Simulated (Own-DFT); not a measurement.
## Calculated data, GaP (zincblende, atoms displaced)

Computed with Own-DFT development build. A calculation, not a measurement: plane-wave PBE density functional theory by an unreviewed code, no spin, of a simulated periodic cell, stress positive in tension, free energy of the whole cell less one offset for each atom, forces on such cells passed a denser k mesh, this cell's mesh not checked; offsets are fitted by least squares, one for each functional and potential file, so energies compare only between cells with the same atoms and settings and are not formation energies; the far tail of each file's local potential was reset to the Coulomb form; each entry is a single point on an unrelaxed cell, so the pressure reflects the starting lattice, mostly measured values (interpolated for alloys), from which strain is counted, and rises with the displacements; printed positions are rounded, which can move forces by about a meV/angstrom; the program, named Own-DFT, is a retired in-house code; no spin-orbit coupling.

Common to all runs: functional PBE; potential files PseudoDojo norm-conserving, scalar-relativistic, standard set; wave cutoff 42 hartree; occupations Fermi-Dirac; smearing width 0.1 eV; hardware one NVIDIA H200; k mesh 2 x 3 x 3 centred on Gamma.

(1) GaP (zincblende, atoms displaced)

```
CELL_PARAMETERS angstrom
16.35150 0.00000 0.00000
0.00000 10.90100 0.00000
0.00000 0.00000 10.90100
ATOMIC_POSITIONS crystal
Ga 0.01512 0.00919 0.99581
Ga 0.99862 0.26333 0.24936
Ga 0.16905 0.99763 0.23184
Ga 0.16082 0.26842 0.00630
P 0.07899 0.12565 0.12081
P 0.08474 0.37058 0.36862
P 0.25007 0.12190 0.38239
P 0.25308 0.37397 0.12502
Ga 0.99785 0.00849 0.50118
Ga 0.00752 0.25399 0.74820
Ga 0.16383 0.01456 0.76162
Ga 0.16375 0.25624 0.50807
P 0.08342 0.12696 0.62475
P 0.07705 0.36727 0.88400
P 0.23977 0.14895 0.86143
P 0.24918 0.36357 0.61103
Ga 0.00768 0.50717 0.01092
Ga 0.00094 0.73786 0.24610
Ga 0.16742 0.50581 0.24470
Ga 0.17106 0.74684 0.01002
P 0.08525 0.63559 0.13745
P 0.08314 0.87116 0.36799
P 0.23871 0.63689 0.38133
P 0.25582 0.88317 0.10913
Ga 0.99569 0.50883 0.50833
Ga 0.99236 0.76088 0.75146
Ga 0.16821 0.50299 0.75525
Ga 0.16439 0.75872 0.47958
P 0.07898 0.62225 0.64048
P 0.07915 0.89016 0.85509
P 0.25117 0.62363 0.87575
P 0.24809 0.88086 0.61407
Ga 0.33483 0.98898 0.00286
Ga 0.33134 0.25155 0.26464
Ga 0.49901 0.00407 0.25168
Ga 0.49593 0.23471 0.00139
P 0.41897 0.12925 0.12962
P 0.41285 0.38075 0.37982
P 0.56950 0.13105 0.37632
P 0.58607 0.37186 0.11758
Ga 0.34082 0.00296 0.51127
Ga 0.34608 0.24973 0.75480
Ga 0.50320 0.99484 0.73672
Ga 0.50420 0.25677 0.50808
P 0.43163 0.13458 0.63830
P 0.41878 0.37224 0.89515
P 0.58552 0.11026 0.87586
P 0.58691 0.38514 0.62270
Ga 0.32796 0.50517 0.01401
Ga 0.33479 0.74902 0.25899
Ga 0.49869 0.49827 0.25126
Ga 0.49797 0.75159 0.99670
P 0.42170 0.64545 0.12565
P 0.42250 0.89004 0.38287
P 0.57482 0.62683 0.37741
P 0.58255 0.86840 0.12649
Ga 0.33056 0.50767 0.51583
Ga 0.33381 0.74532 0.74914
Ga 0.50592 0.49434 0.74501
Ga 0.50417 0.76055 0.51828
P 0.40975 0.63126 0.62936
P 0.42347 0.88337 0.88567
P 0.58993 0.62902 0.85685
P 0.58085 0.87219 0.62172
Ga 0.67731 0.99908 0.98639
Ga 0.66326 0.24990 0.26842
Ga 0.82790 0.98716 0.24909
Ga 0.83321 0.25089 0.01048
P 0.74458 0.11184 0.11412
P 0.74522 0.36710 0.37125
P 0.91459 0.11494 0.37308
P 0.93268 0.37831 0.12656
Ga 0.66442 0.00561 0.48916
Ga 0.66203 0.25228 0.74653
Ga 0.82328 0.98081 0.74916
Ga 0.83958 0.23930 0.48707
P 0.75440 0.13171 0.61828
P 0.74399 0.38430 0.87027
P 0.92066 0.12929 0.87189
P 0.91288 0.37619 0.61670
Ga 0.67258 0.49888 0.00414
Ga 0.66108 0.75932 0.25573
Ga 0.84066 0.50748 0.25405
Ga 0.84369 0.76809 0.00918
P 0.75889 0.63576 0.11067
P 0.75471 0.87262 0.37165
P 0.90861 0.60551 0.39088
P 0.91501 0.88503 0.12684
Ga 0.66531 0.49635 0.49882
Ga 0.67173 0.73004 0.74789
Ga 0.84670 0.49317 0.75418
Ga 0.82863 0.73625 0.50980
P 0.74596 0.63236 0.63230
P 0.75923 0.86849 0.87131
P 0.91290 0.63459 0.88785
P 0.91784 0.87393 0.61710
```

```
free energy of cell above offsets : -39.474 eV
pressure                          : 4.87 GPa
stress xx                         : -4.9 GPa
stress yy                         : -4.69 GPa
stress zz                         : -5.02 GPa
stress yz                         : -0.59 GPa
stress xz                         : 0.45 GPa
stress xy                         : -0.81 GPa
wall time                         : 956.2 s
```

Force:
| element | x (eV/Å) | y (eV/Å) | z (eV/Å) |
| --- | --- | --- | --- |
| Ga | -2.679 | -0.858 | -1.149 |
| Ga | 0.702 | -2.78 | 1.22 |
| Ga | -0.136 | 0.507 | 1.149 |
| Ga | 0.787 | -1.738 | 0.223 |
| P | 1.709 | 1.607 | 1.836 |
| P | 0.132 | 1.373 | 1.124 |
| P | -0.424 | -0.169 | -0.246 |
| P | -0.629 | 0.122 | 1.168 |
| Ga | 0.757 | -0.866 | -0.23 |
| Ga | -1.846 | -0.407 | -0.486 |
| Ga | 0.962 | -0.51 | -2.086 |
| Ga | -0.862 | -1.519 | -2.021 |
| P | -0.074 | 0.045 | -0.312 |
| P | 0.577 | 2.571 | -0.814 |
| P | 1.726 | -0.378 | 1.812 |
| P | 1.595 | 1.886 | 2.898 |
| Ga | -0.276 | 0.72 | -1.283 |
| Ga | -2.535 | 1.892 | 1.955 |
| Ga | 0.402 | -0.883 | 0.893 |
| Ga | -0.496 | 0.776 | -1.582 |
| P | 1.069 | -1.369 | -2.057 |
| P | -1.346 | 1.632 | -0.791 |
| P | 2.997 | -2.643 | -1.644 |
| P | -1.622 | -2.303 | 2.75 |
| Ga | 1.769 | -1.392 | 0.311 |
| Ga | 0.29 | -1.079 | 0.163 |
| Ga | -0.306 | -1.434 | -0.301 |
| Ga | -1.076 | 0.764 | 3.47 |
| P | 0.378 | 1.074 | -1.137 |
| P | 0.504 | -2.034 | 2.087 |
| P | -0.112 | 0.139 | 0.511 |
| P | -0.116 | -0.265 | 1.571 |
| Ga | 1.264 | 3.553 | -1.738 |
| Ga | 0.096 | -0.429 | -0.495 |
| Ga | 0.171 | -0.622 | -1.06 |
| Ga | 1.772 | 0.591 | -0.388 |
| P | -1.757 | -0.858 | 0.583 |
| P | 0.34 | 0.337 | 0.533 |
| P | 1.805 | -0.315 | 0.109 |
| P | -0.475 | -0.095 | 0.923 |
| Ga | -0.206 | 0.876 | -0.118 |
| Ga | -1.307 | 0.682 | 0.136 |
| Ga | 0.34 | -0.255 | 2.043 |
| Ga | -0.71 | 0.883 | -0.419 |
| P | -1.691 | -0.265 | -1.181 |
| P | -0.074 | 1.181 | -1.415 |
| P | -0.409 | 1.07 | -0.84 |
| P | -0.272 | -1.423 | 0.045 |
| Ga | 1.507 | 0.673 | -0.637 |
| Ga | -0.083 | 1.141 | 0.207 |
| Ga | 0.053 | -0.054 | -0.781 |
| Ga | 1.87 | -0.053 | -0.723 |
| P | -1.284 | -2.449 | 0.8 |
| P | -0.615 | -1.645 | -0.002 |
| P | 1.033 | 0.097 | 0.53 |
| P | 0.146 | 1.532 | -0.814 |
| Ga | -0.723 | -0.305 | -1.662 |
| Ga | -0.873 | 2.083 | 0.935 |
| Ga | -1.581 | 0.814 | 1.156 |
| Ga | -2.41 | -2.12 | -2.637 |
| P | 2.231 | -0.822 | -0.129 |
| P | -0.776 | -0.386 | -2.329 |
| P | -2.394 | -1.564 | 3.27 |
| P | 3.521 | 1.226 | 1.468 |
| Ga | -1.496 | -1.71 | -0.174 |
| Ga | -1.056 | -1.065 | -2.477 |
| Ga | 0.286 | 1.727 | -0.686 |
| Ga | 0.276 | 0.15 | -1.079 |
| P | 1.268 | 1.96 | 2.711 |
| P | 2.08 | 1.432 | 0.82 |
| P | 0.615 | 0.492 | -1.693 |
| P | -3.451 | 0.96 | -0.633 |
| Ga | 0.269 | 0.012 | 0.437 |
| Ga | 0.654 | -0.626 | 0.435 |
| Ga | 2.534 | 3.074 | -2.066 |
| Ga | -1.09 | 1.184 | 0.711 |
| P | -1.067 | -0.929 | 0.651 |
| P | 1.577 | -1.226 | -0.036 |
| P | -0.825 | -0.492 | 0.112 |
| P | 1.079 | -1.062 | 0.314 |
| Ga | -0.568 | 0.983 | -0.193 |
| Ga | 0.85 | -1.375 | -0.139 |
| Ga | -1.739 | -1.597 | -2.136 |
| Ga | -1.188 | -0.938 | -0.963 |
| P | -1.024 | -0.559 | 2.037 |
| P | -1.434 | -0.869 | 1.53 |
| P | 1.028 | 2.894 | -0.54 |
| P | 2.921 | 0.169 | 0.516 |
| Ga | 0.667 | 1.388 | -0.813 |
| Ga | -0.74 | 4.431 | 0.837 |
| Ga | -1.701 | 0.858 | 0.606 |
| Ga | 0.649 | 1.471 | -0.841 |
| P | 2.241 | -3.707 | -2.095 |
| P | -2.42 | -1.84 | 1.26 |
| P | 1.505 | -0.82 | -0.691 |
| P | -1.028 | 0.07 | -0.094 |

(2) GaP (zincblende, atoms displaced)

```
CELL_PARAMETERS angstrom
16.35150 0.00000 0.00000
0.00000 10.90100 0.00000
0.00000 0.00000 10.90100
ATOMIC_POSITIONS crystal
Ga 0.99522 0.00348 0.00931
Ga 0.00333 0.24789 0.25544
Ga 0.15573 0.98454 0.24567
Ga 0.16226 0.24042 0.99176
P 0.08287 0.12334 0.14065
P 0.07980 0.36798 0.37088
P 0.24972 0.12212 0.37717
P 0.25265 0.36740 0.11175
Ga 0.00053 0.97432 0.50065
Ga 0.00837 0.25761 0.75447
Ga 0.16957 0.00392 0.75351
Ga 0.16887 0.24818 0.49907
P 0.08631 0.13571 0.62933
P 0.08279 0.37032 0.88019
P 0.25402 0.13108 0.86129
P 0.24609 0.36714 0.62509
Ga 0.99711 0.50045 0.98263
Ga 0.99417 0.74103 0.24374
Ga 0.16464 0.50978 0.26330
Ga 0.16640 0.75544 0.99961
P 0.07555 0.62031 0.12468
P 0.08315 0.88397 0.36478
P 0.25037 0.63312 0.38824
P 0.24771 0.86478 0.11955
Ga 0.00369 0.50978 0.49844
Ga 0.99066 0.76332 0.74095
Ga 0.15419 0.49203 0.75962
Ga 0.17420 0.75271 0.50168
P 0.07900 0.62158 0.62545
P 0.07718 0.85370 0.88851
P 0.24708 0.63002 0.88341
P 0.25122 0.88572 0.61380
Ga 0.33653 0.98412 0.00317
Ga 0.32355 0.24745 0.26377
Ga 0.49551 0.99097 0.25464
Ga 0.49592 0.24313 0.99610
P 0.41873 0.13258 0.11127
P 0.41621 0.38230 0.36853
P 0.58668 0.12957 0.38226
P 0.58499 0.37100 0.12084
Ga 0.32935 0.00407 0.49289
Ga 0.33356 0.26100 0.74969
Ga 0.51141 0.99680 0.75950
Ga 0.50454 0.26408 0.48798
P 0.41825 0.11029 0.61930
P 0.41063 0.37158 0.88184
P 0.57837 0.11994 0.87456
P 0.58601 0.36809 0.62316
Ga 0.32080 0.49455 0.98196
Ga 0.32890 0.74070 0.25098
Ga 0.50007 0.48914 0.23374
Ga 0.50257 0.75666 0.98383
P 0.41762 0.61104 0.11313
P 0.41641 0.87772 0.38137
P 0.58271 0.63398 0.36533
P 0.58118 0.89178 0.13536
Ga 0.34241 0.51522 0.51559
Ga 0.32507 0.75165 0.73891
Ga 0.49561 0.49695 0.75013
Ga 0.50671 0.75893 0.49437
P 0.42185 0.62037 0.61745
P 0.41979 0.86277 0.87899
P 0.58918 0.62543 0.87242
P 0.58167 0.88253 0.63034
Ga 0.68160 0.99517 0.00257
Ga 0.66960 0.23388 0.24941
Ga 0.84090 0.99717 0.24989
Ga 0.82817 0.24817 0.98833
P 0.74541 0.11527 0.10489
P 0.74919 0.37218 0.38564
P 0.92371 0.14837 0.38108
P 0.92289 0.38658 0.11572
Ga 0.66315 0.00296 0.49710
Ga 0.66959 0.25391 0.75156
Ga 0.82940 0.01641 0.75034
Ga 0.82796 0.25411 0.50268
P 0.76082 0.11478 0.63169
P 0.75156 0.37697 0.87261
P 0.91285 0.12393 0.86982
P 0.90785 0.38367 0.61935
Ga 0.66573 0.49973 0.99976
Ga 0.66324 0.75372 0.24605
Ga 0.82827 0.50157 0.22649
Ga 0.82429 0.73946 0.00272
P 0.75267 0.62209 0.11790
P 0.75864 0.88135 0.37478
P 0.91096 0.61943 0.37589
P 0.90745 0.87580 0.12080
Ga 0.66553 0.49583 0.51121
Ga 0.66604 0.74562 0.75554
Ga 0.83224 0.49634 0.76926
Ga 0.82698 0.75380 0.49445
P 0.75462 0.63102 0.61838
P 0.74115 0.86787 0.86268
P 0.92155 0.61282 0.89355
P 0.90875 0.86686 0.62569
```

```
free energy of cell above offsets : -38.511 eV
pressure                          : 5.04 GPa
stress xx                         : -5.07 GPa
stress yy                         : -5 GPa
stress zz                         : -5.04 GPa
stress yz                         : 0.81 GPa
stress xz                         : -0.55 GPa
stress xy                         : -0.07 GPa
wall time                         : 973.6 s
```

Force:
| element | x (eV/Å) | y (eV/Å) | z (eV/Å) |
| --- | --- | --- | --- |
| Ga | 0.238 | -0.265 | -0.479 |
| Ga | -0.751 | 1.115 | -1.646 |
| Ga | 3.319 | 1.843 | -1.38 |
| Ga | 0.985 | -0.452 | 1.079 |
| P | -0.136 | 0.15 | -2.264 |
| P | 1.427 | 1.53 | 1.352 |
| P | -1.763 | -0.746 | -0.709 |
| P | -1.45 | 0.182 | 1.586 |
| Ga | -0.434 | 2.599 | 0.62 |
| Ga | -2.378 | -0.481 | -1.405 |
| Ga | -0.955 | -0.516 | -0.091 |
| Ga | -0.592 | 0.083 | -0.447 |
| P | -0.501 | -1.942 | -0.431 |
| P | -0.323 | 0.117 | 0.929 |
| P | -0.111 | -1.272 | 1.903 |
| P | 0.515 | 2.139 | 0.149 |
| Ga | 3.387 | -2.474 | 3.2 |
| Ga | -0.508 | 0.707 | 0.486 |
| Ga | 0.038 | -0.896 | -1.105 |
| Ga | -0.564 | -1.911 | 0.93 |
| P | 1.488 | 0.028 | -0.318 |
| P | -1.422 | -3.77 | 2.041 |
| P | 0.742 | -1.635 | -0.87 |
| P | 0.346 | 1.097 | 1.382 |
| Ga | -1.27 | -1.478 | -0.62 |
| Ga | 1.385 | -2.413 | 1.684 |
| Ga | 1.881 | 1.126 | -1.232 |
| Ga | -2.181 | 0.584 | 0.48 |
| P | 0.92 | 1.5 | 0.669 |
| P | -0.651 | 2.883 | -1.738 |
| P | -0.987 | 0.08 | -2.348 |
| P | -0.716 | -0.495 | 1.377 |
| Ga | -0.05 | 1.485 | -0.498 |
| Ga | 1.622 | 0.885 | -1.95 |
| Ga | -0.337 | 2.281 | 0.153 |
| Ga | 1.412 | 1.274 | -0.663 |
| P | -1.836 | -2.071 | 2.97 |
| P | -0.522 | -0.125 | 0.542 |
| P | -1.019 | -0.581 | -1.194 |
| P | 0.484 | -1.012 | -0.205 |
| Ga | 1.43 | 0.096 | 0.315 |
| Ga | 0.772 | -1.294 | -1.315 |
| Ga | -2.988 | -0.358 | -0.935 |
| Ga | -1.181 | -1.101 | 0.674 |
| P | 0.505 | 1.738 | 0.697 |
| P | 1.164 | 0.624 | -0.993 |
| P | 2.514 | 1.49 | 1.12 |
| P | -0.721 | 0.674 | 0.977 |
| Ga | 1.54 | 0.073 | 1.655 |
| Ga | 1.422 | 0.143 | -0.55 |
| Ga | -0.079 | 1.066 | 0.751 |
| Ga | 1.36 | -1.727 | 2.858 |
| P | -0.659 | 1.146 | -0.232 |
| P | -1.057 | -0.853 | -0.729 |
| P | -0.011 | -1.715 | 0.728 |
| P | 1.235 | -1.683 | -2.115 |
| Ga | -2.942 | -3.131 | -2.456 |
| Ga | 1.062 | -0.396 | 0.522 |
| Ga | 0.671 | -0.482 | 0.467 |
| Ga | -0.3 | -0.286 | 0.4 |
| P | 1.776 | 3.063 | 2.329 |
| P | -1.737 | 1.661 | -2.448 |
| P | -1.403 | -0.867 | 0.226 |
| P | 1.229 | -1.474 | -0.819 |
| Ga | -4.235 | -2.54 | -2.377 |
| Ga | 0.21 | 1.032 | -0.262 |
| Ga | -0.307 | 2.005 | 0.531 |
| Ga | 1.11 | 0.193 | 1.141 |
| P | 3.355 | 3.278 | 3.84 |
| P | -0.673 | 0.561 | -2.335 |
| P | -1.513 | -2.956 | 0.653 |
| P | -0.969 | -2.187 | 0.557 |
| Ga | 1.309 | -0.538 | 0.865 |
| Ga | -0.194 | -1.322 | -0.136 |
| Ga | 2.051 | -3.898 | 2.141 |
| Ga | 0.969 | -0.578 | 0.405 |
| P | -4.042 | 2.969 | -3.223 |
| P | -1.787 | -0.419 | 0.852 |
| P | 1.705 | 0.619 | 0.74 |
| P | 1.587 | 0.024 | 1.194 |
| Ga | 0.11 | -0.365 | -0.061 |
| Ga | 0.982 | 0.486 | -0.112 |
| Ga | 1.428 | -1.437 | 2.593 |
| Ga | 1.565 | 1.727 | -1.724 |
| P | -3.125 | 0.366 | 0.84 |
| P | -2.162 | 0.35 | -0.623 |
| P | 0.012 | 0.473 | -0.684 |
| P | 0.983 | -1.087 | -0.322 |
| Ga | 0.212 | 1.242 | -1.088 |
| Ga | -0.405 | -0.427 | -2.763 |
| Ga | 1.28 | 1.416 | -2.164 |
| Ga | 1.162 | -0.868 | -0.155 |
| P | -1.035 | -0.998 | 1.777 |
| P | 2.549 | 1.044 | 1.409 |
| P | -3.701 | 4.502 | -4.023 |
| P | -0.763 | 1.779 | -0.55 |

(3) GaP (zincblende, atoms displaced)

```
CELL_PARAMETERS angstrom
16.35150 0.00000 0.00000
0.00000 10.90100 0.00000
0.00000 0.00000 10.90100
ATOMIC_POSITIONS crystal
Ga 0.99566 0.99316 0.99965
Ga 0.01666 0.25189 0.26091
Ga 0.16128 0.99563 0.24919
Ga 0.16968 0.23889 0.01190
P 0.07647 0.10853 0.12669
P 0.08253 0.37499 0.37392
P 0.25097 0.12858 0.37940
P 0.24107 0.36154 0.09828
Ga 0.99709 0.99706 0.50954
Ga 0.00771 0.24944 0.74136
Ga 0.16718 0.01425 0.75102
Ga 0.17238 0.24618 0.48529
P 0.07926 0.13227 0.62005
P 0.08475 0.36650 0.87133
P 0.24821 0.12817 0.85754
P 0.24134 0.38141 0.62656
Ga 0.99795 0.49953 0.01464
Ga 0.00242 0.74840 0.25637
Ga 0.16994 0.49248 0.26088
Ga 0.16358 0.75866 0.99703
P 0.08945 0.62717 0.14010
P 0.07961 0.88445 0.37549
P 0.25231 0.63337 0.39522
P 0.24380 0.87845 0.11913
Ga 0.99477 0.47494 0.49589
Ga 0.00533 0.75338 0.74123
Ga 0.16181 0.50222 0.75604
Ga 0.16216 0.73252 0.49749
P 0.08287 0.63348 0.63758
P 0.08793 0.88613 0.86867
P 0.25374 0.61870 0.86926
P 0.24499 0.88340 0.62044
Ga 0.33689 0.99400 0.00515
Ga 0.32835 0.24039 0.24783
Ga 0.49062 0.99619 0.25856
Ga 0.49119 0.23649 0.99465
P 0.41087 0.12330 0.13525
P 0.42079 0.36418 0.36314
P 0.58866 0.13070 0.37225
P 0.58607 0.37277 0.12854
Ga 0.32952 0.00277 0.48910
Ga 0.33133 0.25161 0.74700
Ga 0.48740 0.00379 0.75218
Ga 0.51153 0.25808 0.49491
P 0.41192 0.13747 0.62731
P 0.41867 0.37610 0.86286
P 0.58318 0.12936 0.87383
P 0.57010 0.37608 0.62931
Ga 0.33999 0.50681 0.01294
Ga 0.33645 0.75478 0.24291
Ga 0.50630 0.50359 0.23287
Ga 0.50381 0.74021 0.98925
P 0.41945 0.61835 0.14278
P 0.41800 0.87183 0.37468
P 0.58640 0.61072 0.37633
P 0.58511 0.86391 0.10912
Ga 0.32823 0.50134 0.47967
Ga 0.33110 0.74796 0.75147
Ga 0.50248 0.49421 0.73618
Ga 0.49843 0.74270 0.49347
P 0.41104 0.61837 0.61577
P 0.40437 0.86652 0.86176
P 0.57872 0.62465 0.87427
P 0.58475 0.87778 0.63777
Ga 0.66413 0.00498 0.01048
Ga 0.66574 0.26015 0.24282
Ga 0.82170 0.01472 0.24950
Ga 0.83813 0.24396 0.98540
P 0.75521 0.12927 0.11681
P 0.74227 0.39140 0.37457
P 0.92130 0.12106 0.37017
P 0.92386 0.37463 0.13057
Ga 0.66787 0.00978 0.50036
Ga 0.67002 0.26333 0.74870
Ga 0.83881 0.00514 0.74977
Ga 0.81120 0.23890 0.49284
P 0.75294 0.10893 0.61864
P 0.75543 0.36218 0.87850
P 0.91948 0.12957 0.86226
P 0.92068 0.36999 0.62947
Ga 0.66705 0.48562 0.99204
Ga 0.67276 0.75454 0.25511
Ga 0.83194 0.50806 0.25231
Ga 0.83587 0.74890 0.99369
P 0.75703 0.62048 0.12157
P 0.75309 0.89060 0.37351
P 0.91576 0.62213 0.36739
P 0.90705 0.87829 0.12078
Ga 0.66317 0.50273 0.50034
Ga 0.67293 0.75115 0.75622
Ga 0.81903 0.50433 0.76328
Ga 0.83438 0.76070 0.49098
P 0.74082 0.63320 0.62747
P 0.74797 0.87593 0.89073
P 0.90967 0.62947 0.86307
P 0.91486 0.87913 0.62289
```

```
free energy of cell above offsets : -40.204 eV
pressure                          : 4.58 GPa
stress xx                         : -4.55 GPa
stress yy                         : -4.85 GPa
stress zz                         : -4.33 GPa
stress yz                         : -0.79 GPa
stress xz                         : 0.02 GPa
stress xy                         : 0.12 GPa
wall time                         : 960.9 s
```

Force:
| element | x (eV/Å) | y (eV/Å) | z (eV/Å) |
| --- | --- | --- | --- |
| Ga | -0.541 | -0.091 | -0.7 |
| Ga | -2.717 | -1.839 | -2.009 |
| Ga | 0.845 | 0.403 | 0.352 |
| Ga | -3.413 | -3.272 | -3.448 |
| P | 0.936 | 1.557 | -0.161 |
| P | 2.094 | 0.61 | 1.192 |
| P | -0.346 | -1.396 | -2.187 |
| P | 3.775 | 3.912 | 4.518 |
| Ga | 0.244 | 0.91 | -0.867 |
| Ga | -0.96 | 0.834 | 0.818 |
| Ga | -0.844 | -0.948 | -1.85 |
| Ga | -1.528 | 1.433 | 2.413 |
| P | 1.614 | -1.185 | -1.057 |
| P | -0.194 | 0.567 | 1.641 |
| P | 1.221 | 0.329 | 3.085 |
| P | 0.947 | -0.419 | -1.093 |
| Ga | 0.895 | 0.844 | -1.689 |
| Ga | -0.637 | 0.906 | -0.751 |
| Ga | 0.825 | 0.651 | -0.917 |
| Ga | 0.173 | -1.413 | -0.435 |
| P | -0.239 | -0.043 | -1.254 |
| P | 0.257 | -1.573 | 0.898 |
| P | -0.149 | 0.182 | -4.221 |
| P | 1.085 | -0.238 | 0.837 |
| Ga | -0.229 | 2.337 | 0.56 |
| Ga | -1.743 | 1.268 | 1.445 |
| Ga | 0.132 | -0.253 | -0.009 |
| Ga | -1.162 | 2.878 | 1.268 |
| P | 0.302 | -2.402 | -2.028 |
| P | -1.13 | -0.612 | 0.39 |
| P | -0.487 | 0.496 | 1.557 |
| P | 0.137 | -0.921 | -0.109 |
| Ga | -0.843 | 0.419 | -1.054 |
| Ga | -0.477 | 1.694 | -0.259 |
| Ga | 2.097 | 0.473 | -1.192 |
| Ga | 0.571 | 1.11 | 0.243 |
| P | 0.856 | -0.753 | -1.241 |
| P | -0.432 | 1.119 | -0.041 |
| P | -0.452 | -0.59 | -0.485 |
| P | -1.312 | -0.118 | -2.357 |
| Ga | 0.912 | -0.569 | 1.776 |
| Ga | -0.624 | 1.378 | -0.19 |
| Ga | 1.004 | -0.007 | -0.281 |
| Ga | -2.104 | -1.392 | -0.488 |
| P | 0.992 | -1.017 | -1.815 |
| P | -0.518 | 0.113 | 1.595 |
| P | 0.023 | -0.64 | -0.069 |
| P | 4.614 | -1.074 | -1.401 |
| Ga | -0.706 | -1.103 | -1.709 |
| Ga | -1.227 | 0.177 | 0.637 |
| Ga | 0.731 | -1.574 | 2.408 |
| Ga | -2.155 | 1.139 | 0.843 |
| P | -0.797 | 1.879 | -2.088 |
| P | -0.953 | -0.172 | 0.641 |
| P | -0.95 | 2.251 | -1.262 |
| P | -0.638 | 0.657 | 2.191 |
| Ga | 1.842 | -2.618 | 2.15 |
| Ga | -1.459 | -0.951 | -2.474 |
| Ga | -2.372 | 2.98 | 2.258 |
| Ga | 0.861 | -0.015 | 1.122 |
| P | 0.42 | 0.26 | 0.321 |
| P | 2.49 | 1.183 | 2.556 |
| P | 1.776 | -1.941 | -1.537 |
| P | -0.696 | 0.07 | -1.245 |
| Ga | -0.062 | 0.201 | -1.025 |
| Ga | 1.268 | -0.961 | 0.733 |
| Ga | 2.586 | -0.408 | -0.178 |
| Ga | 1.376 | 0.032 | 1.824 |
| P | -1.418 | 1.234 | 0.002 |
| P | 0.913 | -1.518 | -0.222 |
| P | -0.955 | 0.778 | 0.303 |
| P | -1.45 | -1.209 | 0.63 |
| Ga | -1.508 | -1.662 | -0.097 |
| Ga | -0.872 | -1.536 | -0.795 |
| Ga | -0.878 | -1.166 | 0.616 |
| Ga | 2.865 | 1.426 | -0.892 |
| P | -0.784 | 1.502 | 2.168 |
| P | -1.174 | 1.126 | -0.348 |
| P | 0.994 | -0.399 | 0.61 |
| P | -2.673 | -0.159 | 0.144 |
| Ga | -0.108 | 1.115 | 0.734 |
| Ga | -0.348 | -0.732 | -0.654 |
| Ga | 0.414 | -1.295 | -0.632 |
| Ga | -0.124 | -0.078 | 0.473 |
| P | -1.47 | 0.437 | -0.562 |
| P | -1.154 | -1.083 | 0.447 |
| P | 0.58 | 0.353 | 1.72 |
| P | 0.83 | -0.285 | 0.995 |
| Ga | -0.167 | -0.449 | 1.832 |
| Ga | -1.36 | 1.047 | 0.935 |
| Ga | 1.408 | 0.153 | -1.823 |
| Ga | 0.028 | -0.94 | 0.432 |
| P | 1.524 | -0.922 | -1.089 |
| P | 0.367 | 0.766 | -1.396 |
| P | 1.708 | -0.217 | 0.766 |
| P | 0.01 | -1.028 | 0.601 |
